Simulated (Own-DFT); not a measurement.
## Calculated data, Hf31SiO64 (monoclinic hafnia with substituted atoms, atoms displaced), Hf16O31 (monoclinic hafnia with two neutral oxygen vacancies, strained, atoms displaced), Hf32O63 (monoclinic hafnia with one neutral oxygen vacancy, atoms displaced)

All values are calculated (Own-DFT development build). A calculation, not a measurement: plane-wave PBE and HSE06 DFT by an unreviewed code, no spin, of a simulated cell at Gamma alone, so results move with cell size and shape, stress positive in tension, energies less offsets, not probed for a lower state with spin; hafnium file: forces about 75 meV/angstrom off all-electron values; oxygen file: force components 24 meV/angstrom off all-electron in a glass; k mesh not checked against a denser one; forces and stress are PBE's, HSE06 gives the energy alone, and its difference from PBE has offsets of its own; offsets are fitted by least squares, one for each functional and potential file, so energies compare only between cells with the same atoms and settings and are not formation energies; the far tail of each file's local potential was reset to the Coulomb form; each entry is a single point on an unrelaxed cell, so the pressure reflects the starting lattice, mostly measured values, from which strain is counted, and rises with the displacements; printed positions are rounded, which can move forces by about a meV/angstrom; the program is a retired in-house code; no spin-orbit coupling.

Settings shared by all entries: first functional PBE; second functional HSE06; exact exchange share 0.25; screening 0.11 1/bohr; exchange divergence Gygi-Baldereschi; potential files PseudoDojo norm-conserving, scalar-relativistic, made for PBE, standard set; wave cutoff 48 hartree; occupations fixed; k mesh 1 x 1 x 1 centred on Gamma.

```yaml
- entry: 1
  formula: Hf31SiO64
  kind: "monoclinic hafnia with substituted atoms, atoms displaced"
  structure:
    cell_angstrom: [[10.234, 0.0, 0.0], [0.0, 10.35, 0.0], [-1.6955, 0.0, 10.4453]]
    atoms_fractional:
      - [Hf, 0.13912, 0.02356, 0.10917]
      - [Hf, 0.36239, 0.27294, 0.14147]
      - [Hf, 0.36423, 0.48423, 0.38861]
      - [Hf, 0.13539, 0.23378, 0.35007]
      - [O, 0.04296, 0.17497, 0.17262]
      - [O, 0.4718, 0.42259, 0.07973]
      - [O, 0.45463, 0.32821, 0.32612]
      - [O, 0.04213, 0.07538, 0.42475]
      - [O, 0.23199, 0.3807, 0.23483]
      - [O, 0.28182, 0.13251, 0.01396]
      - [O, 0.27853, 0.12565, 0.25381]
      - [O, 0.22261, 0.36927, 0.49045]
      - [Hf, 0.13659, 0.02049, 0.60055]
      - [Hf, 0.35988, 0.26643, 0.6402]
      - [Hf, 0.35129, 0.48073, 0.89626]
      - [Hf, 0.1378, 0.23255, 0.8521]
      - [O, 0.03453, 0.15924, 0.67211]
      - [O, 0.46417, 0.42138, 0.57439]
      - [O, 0.46934, 0.33729, 0.81885]
      - [O, 0.02661, 0.09041, 0.91358]
      - [O, 0.22147, 0.38456, 0.73564]
      - [O, 0.26745, 0.12807, 0.50246]
      - [O, 0.27953, 0.1232, 0.76768]
      - [O, 0.22738, 0.36947, 0.00446]
      - [Hf, 0.13497, 0.51735, 0.1084]
      - [Hf, 0.36113, 0.77316, 0.14855]
      - [Hf, 0.35141, 0.97607, 0.39512]
      - [Hf, 0.13052, 0.72473, 0.35309]
      - [O, 0.0425, 0.6603, 0.17065]
      - [O, 0.45843, 0.91279, 0.07324]
      - [O, 0.46346, 0.83101, 0.32513]
      - [O, 0.03562, 0.59684, 0.41472]
      - [O, 0.22242, 0.88003, 0.2447]
      - [O, 0.28143, 0.62565, 0.01314]
      - [O, 0.28758, 0.61975, 0.26509]
      - [O, 0.21697, 0.87389, 0.49601]
      - [Hf, 0.13138, 0.51685, 0.60448]
      - [Hf, 0.35369, 0.77464, 0.6428]
      - [Hf, 0.3608, 0.98426, 0.89822]
      - [Hf, 0.1407, 0.73158, 0.85633]
      - [O, 0.02954, 0.66912, 0.6739]
      - [O, 0.46232, 0.92556, 0.57894]
      - [O, 0.45951, 0.82761, 0.82105]
      - [O, 0.04066, 0.58303, 0.92834]
      - [O, 0.22477, 0.86938, 0.73658]
      - [O, 0.27585, 0.63329, 0.50221]
      - [O, 0.27553, 0.62422, 0.7692]
      - [O, 0.22197, 0.86969, 0.98711]
      - [Hf, 0.63587, 0.02131, 0.11374]
      - [Hf, 0.85635, 0.27604, 0.15014]
      - [Hf, 0.85569, 0.47684, 0.39409]
      - [Hf, 0.63289, 0.22761, 0.34341]
      - [O, 0.5397, 0.15852, 0.17694]
      - [O, 0.95133, 0.41945, 0.07834]
      - [O, 0.96471, 0.33268, 0.3274]
      - [O, 0.5319, 0.07954, 0.42461]
      - [O, 0.7276, 0.38526, 0.23651]
      - [O, 0.77278, 0.12726, 0.0114]
      - [O, 0.77774, 0.12136, 0.27007]
      - [O, 0.71993, 0.37157, 0.48994]
      - [Hf, 0.63887, 0.01798, 0.61257]
      - [Hf, 0.86516, 0.27043, 0.6459]
      - [Hf, 0.86203, 0.48158, 0.89564]
      - [Hf, 0.64544, 0.23032, 0.86204]
      - [O, 0.53926, 0.16255, 0.6694]
      - [O, 0.96391, 0.42272, 0.57758]
      - [O, 0.9598, 0.33255, 0.83048]
      - [O, 0.54001, 0.08392, 0.92285]
      - [O, 0.73215, 0.3798, 0.73721]
      - [O, 0.77651, 0.13278, 0.51102]
      - [O, 0.77667, 0.11775, 0.75926]
      - [O, 0.72516, 0.37751, 0.9953]
      - [Hf, 0.63657, 0.52363, 0.1076]
      - [Si, 0.86471, 0.7689, 0.14785]
      - [Hf, 0.85983, 0.97944, 0.39929]
      - [Hf, 0.6345, 0.73109, 0.35637]
      - [O, 0.53396, 0.6654, 0.16711]
      - [O, 0.96334, 0.91366, 0.07547]
      - [O, 0.96084, 0.83565, 0.32401]
      - [O, 0.53444, 0.57662, 0.42065]
      - [O, 0.72434, 0.8755, 0.23911]
      - [O, 0.77581, 0.62949, 0.01234]
      - [O, 0.78244, 0.61449, 0.26758]
      - [O, 0.72529, 0.87952, 0.4902]
      - [Hf, 0.62897, 0.52597, 0.60556]
      - [Hf, 0.86093, 0.77396, 0.64947]
      - [Hf, 0.85976, 0.98354, 0.89628]
      - [Hf, 0.64437, 0.72608, 0.85167]
      - [O, 0.5368, 0.67571, 0.6777]
      - [O, 0.96954, 0.9198, 0.57614]
      - [O, 0.96542, 0.83477, 0.82278]
      - [O, 0.54401, 0.5841, 0.92218]
      - [O, 0.72179, 0.88087, 0.73878]
      - [O, 0.78531, 0.63205, 0.50976]
      - [O, 0.77707, 0.61729, 0.75865]
      - [O, 0.73053, 0.86808, 0.98962]
  results:
    "PBE_energy_of_cell_above_offsets [eV]": "-87.019"
    "HSE06_less_PBE_above_offsets [eV]": "0.381"
    "PBE_pressure [GPa]": 3.68
    "PBE_stress_xx [GPa]": -2.85
    "PBE_stress_yy [GPa]": -3.95
    "PBE_stress_zz [GPa]": -4.24
    "PBE_stress_yz [GPa]": -0.09
    "PBE_stress_xz [GPa]": 0.05
    "PBE_stress_xy [GPa]": 1.13
    force_element: [Hf, Hf, Hf, Hf, O, O, O, O, O, O, O, O, Hf, Hf, Hf, Hf, O, O, O, O, O, O, O, O, Hf, Hf, Hf, Hf, O, O, O, O, O, O, O, O, Hf, Hf, Hf, Hf, O, O, O, O, O, O, O, O, Hf, Hf, Hf, Hf, O, O, O, O, O, O, O, O, Hf, Hf, Hf, Hf, O, O, O, O, O, O, O, O, Hf, Si, Hf, Hf, O, O, O, O, O, O, O, O, Hf, Hf, Hf, Hf, O, O, O, O, O, O, O, O]
    "force_x [eV/angstrom]": [-0.39, 0.28, -1.023, 0.894, -1.083, -1.384, 1.534, -0.705, -1.365, -0.804, -0.231, -0.149, 0.343, 1.767, 2.803, -0.742, -0.169, -0.8, -0.766, 1.257, -0.145, 1.017, -0.219, -0.236, 0.634, -0.109, 1.657, 2.367, -2.736, 1.18, 0.005, -2.692, 0.008, -0.432, -1.219, 0.592, 1.005, 1.464, 1.23, -0.686, 1.092, -1.169, 0.173, -0.431, -0.936, -0.229, 0.008, -0.163, 1.416, 1.045, 0.112, -0.82, -1.535, 1.782, -0.234, 0.357, -0.819, 0.315, 0.227, 0.504, -0.114, -1.318, -0.034, -0.983, -1.356, -0.225, 1.443, -0.674, -0.889, 0.009, 0.056, -0.405, 0.927, 1.113, 0.581, 1.13, -0.241, -0.496, -0.378, 1.541, 0.574, 1.257, -0.349, -0.449, 1.151, 0.722, 0.14, -1.595, 0.149, -1.211, -0.325, -1.131, 0.341, -1.359, -0.011, -0.239]
    "force_y [eV/angstrom]": [-0.357, 0.299, -1.345, -0.923, -0.265, -1.536, -0.36, 1.083, -0.13, -0.857, -0.835, 0.485, -0.667, 0.663, 0.448, -0.733, 1.639, -0.814, 0.082, -0.108, -1.002, 0.459, 0.431, -0.062, -0.084, -1.155, 1.242, 2.473, 2.497, 1.017, 0.33, -3.939, 0.42, 0.126, 1.017, -0.614, 2.122, -0.268, -1.878, -0.165, -0.998, -1.339, 1.304, -0.476, 1.674, -0.44, -0.655, 0.847, -2.327, -0.882, 0.692, -0.065, 1.392, 0.274, 0.419, 0.59, -1.316, 0.634, 0.15, 0.212, 1.003, -0.141, 0.12, 0.607, 1.53, -0.758, -0.313, -0.31, -0.03, -0.18, 0.853, -1.233, 1.002, 1.18, 0.232, -0.231, 1.108, -1.314, -0.955, 1.451, -0.823, 1.589, 2.078, -1.231, -0.92, -0.049, -1.5, 1.127, -1.007, -0.986, 0.532, -0.742, -0.645, 0.057, 0.678, -0.208]
    "force_z [eV/angstrom]": [-0.839, 1.051, 1.516, 0.79, -0.749, -0.255, -0.117, -1.539, 0.786, -0.858, 0.644, -0.305, 0.895, 0.56, 0.218, 0.422, 0.618, 0.47, 0.677, 1.423, 1.008, 0.733, -1.056, -2.647, -0.907, -0.818, 0.814, -0.301, 0.243, 0.615, 0.61, 1.843, -0.828, 0.353, -1.308, -1.209, -0.579, 0.486, -0.836, -0.224, -0.193, -0.21, 1.278, -0.553, 0.538, 1.124, -1.11, 0.696, -2.313, -1.177, 1.184, 4.365, -0.848, 0.63, 0.33, -0.989, 0.96, 1.053, -1.356, -0.773, -2.209, -0.571, 0.09, -1.881, 0.772, -0.094, -0.032, 0.446, 0.352, 0.126, 0.585, -0.973, -1.234, 0.236, 0.189, -0.351, 1.374, 1.36, -2.006, -0.253, -0.609, 1.595, -1.655, -0.183, 0.118, -0.834, 0.021, 1.175, -1.71, 0.111, 0.695, -0.226, 0.66, 0.029, 0.146, 0.711]
- entry: 2
  formula: Hf16O31
  kind: "monoclinic hafnia with two neutral oxygen vacancies, strained, atoms displaced"
  structure:
    cell_angstrom:
      - [10.2047, 0.1286, 0.029]
      - [0.1301, 10.1727, -0.1165]
      - [-1.6611, -0.1389, 10.3987]
    atoms_fractional:
      - [Hf, 0.12923, 0.02522, 0.10301]
      - [Hf, 0.36716, 0.26749, 0.14509]
      - [Hf, 0.35277, 0.48301, 0.39666]
      - [Hf, 0.13906, 0.2319, 0.35751]
      - [O, 0.03248, 0.16742, 0.17166]
      - [O, 0.4597, 0.41408, 0.06985]
      - [O, 0.45705, 0.33083, 0.32773]
      - [O, 0.04113, 0.08501, 0.42515]
      - [O, 0.2254, 0.38271, 0.24702]
      - [O, 0.27933, 0.12684, 0.01291]
      - [O, 0.27291, 0.11623, 0.26039]
      - [Hf, 0.13991, 0.02821, 0.59736]
      - [Hf, 0.36348, 0.27195, 0.65503]
      - [Hf, 0.35746, 0.4866, 0.89505]
      - [Hf, 0.14196, 0.22558, 0.86713]
      - [O, 0.0382, 0.16578, 0.67818]
      - [O, 0.46389, 0.40719, 0.57012]
      - [O, 0.45969, 0.32971, 0.82657]
      - [O, 0.03572, 0.08253, 0.91573]
      - [O, 0.22693, 0.38176, 0.74587]
      - [O, 0.27018, 0.12147, 0.76358]
      - [O, 0.22705, 0.36629, 0.99229]
      - [Hf, 0.14942, 0.5176, 0.10103]
      - [Hf, 0.36218, 0.77483, 0.13748]
      - [Hf, 0.36275, 0.97745, 0.3967]
      - [Hf, 0.13486, 0.73118, 0.35316]
      - [O, 0.03602, 0.66794, 0.16919]
      - [O, 0.46661, 0.92414, 0.07895]
      - [O, 0.46763, 0.8354, 0.33158]
      - [O, 0.03043, 0.58401, 0.42262]
      - [O, 0.21844, 0.88691, 0.23837]
      - [O, 0.27294, 0.63727, 0.01723]
      - [O, 0.27471, 0.62551, 0.26226]
      - [O, 0.22586, 0.87092, 0.49171]
      - [Hf, 0.14267, 0.52404, 0.60337]
      - [Hf, 0.35638, 0.75748, 0.63957]
      - [Hf, 0.35731, 0.98646, 0.90075]
      - [Hf, 0.13476, 0.72983, 0.86032]
      - [O, 0.04279, 0.66037, 0.66979]
      - [O, 0.46904, 0.91472, 0.56905]
      - [O, 0.46961, 0.831, 0.8278]
      - [O, 0.03683, 0.58468, 0.92237]
      - [O, 0.22962, 0.87948, 0.73786]
      - [O, 0.27145, 0.63233, 0.51651]
      - [O, 0.28187, 0.61639, 0.76042]
      - [O, 0.22134, 0.86832, 0.9891]
      - [Hf, 0.63184, 0.01476, 0.10137]
      - [Hf, 0.87011, 0.25876, 0.15014]
      - [Hf, 0.86695, 0.47556, 0.39473]
      - [Hf, 0.63175, 0.22976, 0.35092]
      - [O, 0.53824, 0.16858, 0.16743]
      - [O, 0.95519, 0.4246, 0.07353]
      - [O, 0.956, 0.34408, 0.32528]
      - [O, 0.53428, 0.08298, 0.42595]
      - [O, 0.72912, 0.37912, 0.24472]
      - [O, 0.77616, 0.13045, 0.01152]
      - [O, 0.77903, 0.12471, 0.26948]
      - [O, 0.73556, 0.37634, 0.49351]
      - [Hf, 0.63806, 0.02596, 0.59937]
      - [Hf, 0.87163, 0.27583, 0.65856]
      - [Hf, 0.8604, 0.4813, 0.89815]
      - [Hf, 0.63163, 0.23152, 0.85271]
      - [O, 0.5378, 0.17252, 0.6834]
      - [O, 0.9642, 0.41568, 0.5677]
      - [O, 0.9679, 0.33059, 0.83201]
      - [O, 0.54538, 0.07584, 0.93358]
      - [O, 0.72092, 0.37211, 0.73164]
      - [O, 0.77711, 0.13301, 0.51645]
      - [O, 0.78097, 0.11496, 0.76644]
      - [O, 0.72315, 0.3671, 0.99037]
      - [Hf, 0.64491, 0.51814, 0.11542]
      - [Hf, 0.86501, 0.77468, 0.14434]
      - [Hf, 0.87054, 0.97845, 0.39976]
      - [Hf, 0.63568, 0.72664, 0.3532]
      - [O, 0.5361, 0.67345, 0.17847]
      - [O, 0.96222, 0.90689, 0.07906]
      - [O, 0.95725, 0.83494, 0.31697]
      - [O, 0.53148, 0.59003, 0.42797]
      - [O, 0.72264, 0.87652, 0.23313]
      - [O, 0.77636, 0.63458, 0.00603]
      - [O, 0.77681, 0.61771, 0.25001]
      - [O, 0.72327, 0.87456, 0.48539]
      - [Hf, 0.63852, 0.51532, 0.61316]
      - [Hf, 0.86247, 0.76843, 0.64718]
      - [Hf, 0.85738, 0.98117, 0.88849]
      - [Hf, 0.64025, 0.73491, 0.85191]
      - [O, 0.53882, 0.66796, 0.68137]
      - [O, 0.96901, 0.92554, 0.58236]
      - [O, 0.97047, 0.83095, 0.83143]
      - [O, 0.53446, 0.58326, 0.92453]
      - [O, 0.72544, 0.88213, 0.74438]
      - [O, 0.77488, 0.62853, 0.51724]
      - [O, 0.77485, 0.60947, 0.75423]
      - [O, 0.72445, 0.8696, 0.98847]
  results:
    "PBE_energy_of_cell_above_offsets [eV]": "-84.815"
    "HSE06_less_PBE_above_offsets [eV]": "0.050"
    "PBE_pressure [GPa]": 12.28
    "PBE_stress_xx [GPa]": -10.23
    "PBE_stress_yy [GPa]": -14.81
    "PBE_stress_zz [GPa]": -11.81
    "PBE_stress_yz [GPa]": -3.21
    "PBE_stress_xz [GPa]": -0.72
    "PBE_stress_xy [GPa]": 5.02
    force_element: [Hf, Hf, Hf, Hf, O, O, O, O, O, O, O, Hf, Hf, Hf, Hf, O, O, O, O, O, O, O, Hf, Hf, Hf, Hf, O, O, O, O, O, O, O, O, Hf, Hf, Hf, Hf, O, O, O, O, O, O, O, O, Hf, Hf, Hf, Hf, O, O, O, O, O, O, O, O, Hf, Hf, Hf, Hf, O, O, O, O, O, O, O, O, Hf, Hf, Hf, Hf, O, O, O, O, O, O, O, O, Hf, Hf, Hf, Hf, O, O, O, O, O, O, O, O]
    "force_x [eV/angstrom]": [0.962, -0.168, 1.723, 0.579, 1.745, 0.39, 0.449, -0.061, -0.769, -0.758, -0.12, 0.76, -0.624, 2.181, -0.411, 0.099, -0.611, -0.185, -0.248, -0.821, 1.274, -0.315, -3.207, 0.139, -0.141, -0.7, 1.116, -2.303, -0.731, 1.95, 0.254, 0.336, 0.332, -0.062, -1.001, 2.28, 1.902, 1.15, -1.814, -0.633, -1.561, 0.165, -0.399, -0.333, -0.291, 0.554, 3.422, -4.166, -3.877, 1.594, -0.408, 1.444, 4.904, -0.054, -1.592, 0.477, 0.439, -1.53, 0.231, -0.203, -0.535, 1.708, -0.106, 1.679, 0.001, -1.597, -0.556, -0.274, -0.454, -0.091, -0.222, -2.19, -2.322, 0.9, -0.355, 2.282, 1.752, -0.46, -0.472, -0.246, -0.007, 0.748, 0.109, 0.137, -0.333, -0.641, -0.612, -0.889, -1.13, -0.14, 0.32, 0.042, 0.896, 0.306]
    "force_y [eV/angstrom]": [-2.848, 1.22, -0.866, 0.852, -0.292, 0.118, 0.116, 0.504, -0.394, -0.022, 1.379, -0.816, -0.033, -0.749, 0.657, 0.307, 0.295, 1.04, -0.699, 0.005, 0.116, 0.725, 0.671, 0.917, 0.074, -0.201, -0.781, -1.564, 0.028, 1.507, -1.078, -1.666, 0.111, 0.072, -3.065, 4.347, -2.478, -0.051, 2.158, -0.435, 1.347, -0.55, -0.217, -1.921, 1.228, 1.346, -0.049, 3.31, 3.342, 0.776, 0.653, -0.846, -4.717, 1.012, -0.54, -0.835, -0.505, -0.74, -0.831, -0.773, -0.135, -0.606, -1.491, -0.42, 0.727, 1.171, -0.282, -0.178, 1.594, 0.907, -0.007, -2.133, 1.014, 0.155, -1.06, 3.1, -0.173, -0.526, 0.266, -0.977, 0.303, -0.041, 0.405, 0.164, -0.48, -1.194, -0.683, -1.499, 0.266, -0.06, -0.803, 0.67, 1.352, 0.982]
    "force_z [eV/angstrom]": [-0.147, 0.671, 0.31, 0.663, 0.808, 1.421, -0.255, -1.256, -0.583, 0.556, 0.213, 2.288, -2.231, 0.872, -2.778, 0.122, 0.711, 1.362, 1.306, -0.755, -0.151, 0.375, 1.207, 2.562, 0.343, -0.815, 0.402, 0.181, -1.189, -0.109, -0.055, -1.15, -0.104, -0.895, -0.319, 3.101, -2.126, -1.395, 0.958, 1.096, 0.528, -0.077, 0.236, -2.245, -0.299, 0.17, 1.34, -1.795, 1.398, 1.916, 0.889, 1.265, -1.315, -0.786, -0.596, 0.133, -0.51, -0.652, 0.412, -3.318, 1.005, 2.436, -1.765, 2.069, 0.642, -2.967, 2.154, -0.039, -1.269, -0.218, -2.83, -1.326, 0.234, 1.258, -1.354, -1.165, 2.039, 0.003, 0.943, 0.026, 1.457, 0.538, -2.976, -0.981, 2.266, 1.331, -1.562, -0.252, -0.732, 0.078, -1.098, -0.325, 0.676, -0.196]
- entry: 3
  formula: Hf32O63
  kind: "monoclinic hafnia with one neutral oxygen vacancy, atoms displaced"
  structure:
    cell_angstrom: [[10.234, 0.0, 0.0], [0.0, 10.35, 0.0], [-1.6955, 0.0, 10.4453]]
    atoms_fractional:
      - [Hf, 0.13047, 0.02467, 0.10204]
      - [Hf, 0.3684, 0.2595, 0.13673]
      - [Hf, 0.36654, 0.47911, 0.39751]
      - [Hf, 0.13751, 0.22672, 0.34254]
      - [O, 0.02694, 0.15675, 0.16727]
      - [O, 0.47326, 0.42436, 0.07006]
      - [O, 0.46301, 0.33425, 0.34164]
      - [O, 0.03663, 0.08199, 0.418]
      - [O, 0.22872, 0.35939, 0.24242]
      - [O, 0.29088, 0.12867, 0.99933]
      - [O, 0.2722, 0.12023, 0.26921]
      - [O, 0.22714, 0.36709, 0.50926]
      - [Hf, 0.13778, 0.02242, 0.60725]
      - [Hf, 0.37558, 0.26724, 0.65733]
      - [Hf, 0.37011, 0.48865, 0.89477]
      - [Hf, 0.12611, 0.2308, 0.85887]
      - [O, 0.03958, 0.17315, 0.67723]
      - [O, 0.45668, 0.42863, 0.58788]
      - [O, 0.47843, 0.32965, 0.82486]
      - [O, 0.05226, 0.08253, 0.91866]
      - [O, 0.21164, 0.3751, 0.73557]
      - [O, 0.27106, 0.12523, 0.51443]
      - [O, 0.27934, 0.12556, 0.76357]
      - [O, 0.2065, 0.37102, 0.99331]
      - [Hf, 0.14814, 0.52379, 0.11252]
      - [Hf, 0.3628, 0.77871, 0.14534]
      - [Hf, 0.35118, 0.97598, 0.40191]
      - [Hf, 0.15813, 0.72833, 0.36408]
      - [O, 0.0323, 0.66807, 0.17134]
      - [O, 0.4724, 0.91916, 0.07241]
      - [O, 0.45816, 0.85129, 0.34047]
      - [O, 0.03615, 0.56791, 0.42649]
      - [O, 0.22554, 0.87922, 0.23793]
      - [O, 0.25755, 0.62814, 0.01434]
      - [O, 0.26333, 0.62248, 0.25984]
      - [Hf, 0.1272, 0.52571, 0.61241]
      - [Hf, 0.37051, 0.78656, 0.6475]
      - [Hf, 0.36463, 0.97242, 0.90406]
      - [Hf, 0.13336, 0.73615, 0.85546]
      - [O, 0.04206, 0.66873, 0.67]
      - [O, 0.46896, 0.91219, 0.58681]
      - [O, 0.45838, 0.8462, 0.81555]
      - [O, 0.04658, 0.58334, 0.9346]
      - [O, 0.22345, 0.86507, 0.73883]
      - [O, 0.26873, 0.64407, 0.5082]
      - [O, 0.26986, 0.62091, 0.76279]
      - [O, 0.22756, 0.87747, 0.98872]
      - [Hf, 0.63428, 0.01011, 0.10469]
      - [Hf, 0.86253, 0.26767, 0.14586]
      - [Hf, 0.85435, 0.47559, 0.39987]
      - [Hf, 0.64468, 0.22815, 0.35946]
      - [O, 0.54501, 0.16247, 0.17211]
      - [O, 0.96014, 0.41797, 0.06711]
      - [O, 0.96413, 0.33557, 0.32301]
      - [O, 0.52556, 0.08442, 0.41909]
      - [O, 0.71352, 0.37158, 0.2285]
      - [O, 0.78161, 0.14659, 0.00602]
      - [O, 0.7578, 0.11527, 0.25376]
      - [O, 0.71618, 0.38273, 0.49057]
      - [Hf, 0.61998, 0.02308, 0.59053]
      - [Hf, 0.86303, 0.26873, 0.65248]
      - [Hf, 0.87437, 0.47525, 0.89459]
      - [Hf, 0.64269, 0.22396, 0.85416]
      - [O, 0.53552, 0.15832, 0.66506]
      - [O, 0.96307, 0.41114, 0.55695]
      - [O, 0.97093, 0.32635, 0.83651]
      - [O, 0.54746, 0.08114, 0.93253]
      - [O, 0.73412, 0.3776, 0.74792]
      - [O, 0.77751, 0.12611, 0.50953]
      - [O, 0.76951, 0.13832, 0.75831]
      - [O, 0.71257, 0.38586, 0.99873]
      - [Hf, 0.62908, 0.50573, 0.09585]
      - [Hf, 0.86267, 0.77583, 0.13963]
      - [Hf, 0.85636, 0.98065, 0.39445]
      - [Hf, 0.62274, 0.7295, 0.35754]
      - [O, 0.53297, 0.64896, 0.17875]
      - [O, 0.96838, 0.90774, 0.07031]
      - [O, 0.96417, 0.83729, 0.32613]
      - [O, 0.54146, 0.57189, 0.41622]
      - [O, 0.73668, 0.884, 0.22589]
      - [O, 0.77896, 0.63656, 0.01518]
      - [O, 0.78266, 0.622, 0.25815]
      - [O, 0.71962, 0.86001, 0.5001]
      - [Hf, 0.63586, 0.51731, 0.61245]
      - [Hf, 0.86346, 0.76035, 0.63972]
      - [Hf, 0.86503, 0.97335, 0.89789]
      - [Hf, 0.64026, 0.72297, 0.84966]
      - [O, 0.5416, 0.65896, 0.67475]
      - [O, 0.95527, 0.89696, 0.57972]
      - [O, 0.96297, 0.83052, 0.82203]
      - [O, 0.54196, 0.57911, 0.92557]
      - [O, 0.73236, 0.8778, 0.74698]
      - [O, 0.76509, 0.63621, 0.5107]
      - [O, 0.77556, 0.62019, 0.77444]
      - [O, 0.74301, 0.87998, 0.98665]
  results:
    "PBE_energy_of_cell_above_offsets [eV]": "-80.240"
    "HSE06_less_PBE_above_offsets [eV]": "0.524"
    "PBE_pressure [GPa]": 9.88
    "PBE_stress_xx [GPa]": -11.67
    "PBE_stress_yy [GPa]": -9.41
    "PBE_stress_zz [GPa]": -8.55
    "PBE_stress_yz [GPa]": -0.49
    "PBE_stress_xz [GPa]": -0.02
    "PBE_stress_xy [GPa]": 0.39
    force_element: [Hf, Hf, Hf, Hf, O, O, O, O, O, O, O, O, Hf, Hf, Hf, Hf, O, O, O, O, O, O, O, O, Hf, Hf, Hf, Hf, O, O, O, O, O, O, O, Hf, Hf, Hf, Hf, O, O, O, O, O, O, O, O, Hf, Hf, Hf, Hf, O, O, O, O, O, O, O, O, Hf, Hf, Hf, Hf, O, O, O, O, O, O, O, O, Hf, Hf, Hf, Hf, O, O, O, O, O, O, O, O, Hf, Hf, Hf, Hf, O, O, O, O, O, O, O, O]
    "force_x [eV/angstrom]": [1.198, -0.273, -1.817, -0.726, 0.045, -7.167, 1.323, -1.044, 0.413, -0.702, 1.073, 0.895, -0.456, -4.321, -2.52, 6.524, -0.849, 1.125, -1.644, -2.754, 1.205, 0.302, 0.131, 2.282, -3.899, -0.417, -1.919, -5.667, 1.055, -2.557, 2.586, 0.907, 0.005, 4.3, 2.985, 3.136, -3.647, -0.328, 0.215, -2.283, 0.646, 2.673, -1.803, -0.576, 1.318, 1.209, 0.031, 3.502, -1.283, 1.036, -1.271, -2.751, 0.197, -0.163, 0.548, 0.343, 0.425, 2.245, -0.149, 4.517, 0.495, -1.265, 0.217, -0.815, -0.882, -2.895, -1.015, -0.37, -0.135, 1.634, 2.662, 6.476, 0.305, 1.528, 3.055, -2.639, 2.519, 0.842, -0.904, -2.017, -0.7, -1.22, -0.657, 1.045, -2.116, 0.256, 1.425, -1.681, 3.024, 0.527, -1.168, -0.832, 0.122, 0.741, -2.975]
    "force_y [eV/angstrom]": [-1.55, 1.094, -1.471, 1.762, 0.511, -4.631, -1.354, -0.946, 2.121, 0.579, -0.883, -0.08, 0.4, 1.077, -1.44, 1.498, -1.137, 0.14, 1.603, -3.172, 0.416, -0.661, -1.632, -0.22, -1.423, -1.844, 3.044, 0.534, -0.399, -3.079, -3.678, 2.175, 0.028, 1.989, -0.602, -3.622, -5.165, 3.225, -1.607, 1.509, 1.891, -1.398, 0.024, 2.225, -0.476, -0.136, -0.902, 3.073, 2.811, 2.237, 0.995, 1.34, -1.223, -0.806, 0.222, -1.064, -1.703, 0.238, -2.053, -1.44, 0.076, 1.895, 0.843, 1.547, -1.403, 1.495, -0.142, 0.671, 0.775, -2.441, -3.198, 4.998, -3.758, -1.962, -1.497, 3.668, 2.236, 0.353, 0.786, -0.775, -0.112, -0.041, 1.623, -0.837, 0.59, 1.296, 1.662, 2.03, 3.832, 0.248, 1.419, 0.383, -1.952, -0.495, -0.77]
    "force_z [eV/angstrom]": [0.08, 1.197, 1.258, 3.716, 0.415, -0.089, -1.303, 0.932, -0.941, 2.476, -2.201, -2.565, 0.028, -1.935, -1.49, -1.008, -1.2, -0.165, 0.776, 1.39, 1.734, 0.215, -0.233, 0.45, -0.286, 0.383, -0.123, -1.814, 0.436, 1.367, -2.295, -0.642, 0.195, 0.074, 0.753, -2.386, -0.065, -2.934, 0.161, 1.217, -2.167, 1.912, -2.301, -0.889, 1.635, 1.045, 0.751, -0.289, -0.217, -3.364, -1.26, 0.115, 1.719, -0.592, 0.234, 2.626, -0.25, 1.596, 0.321, 1.056, -1.385, 2.406, 1.943, 1.319, 3.888, -1.537, -1.725, -0.852, -0.039, -0.297, -3.5, 4.272, 2.172, -0.285, -0.53, 0.436, -0.429, 0.897, 0.725, 2.085, -1.509, 1.28, -2.076, -0.724, 1.572, -2.333, 1.432, 0.321, -1.434, 0.911, -2.192, -0.781, 0.065, -1.51, 0.154]
```
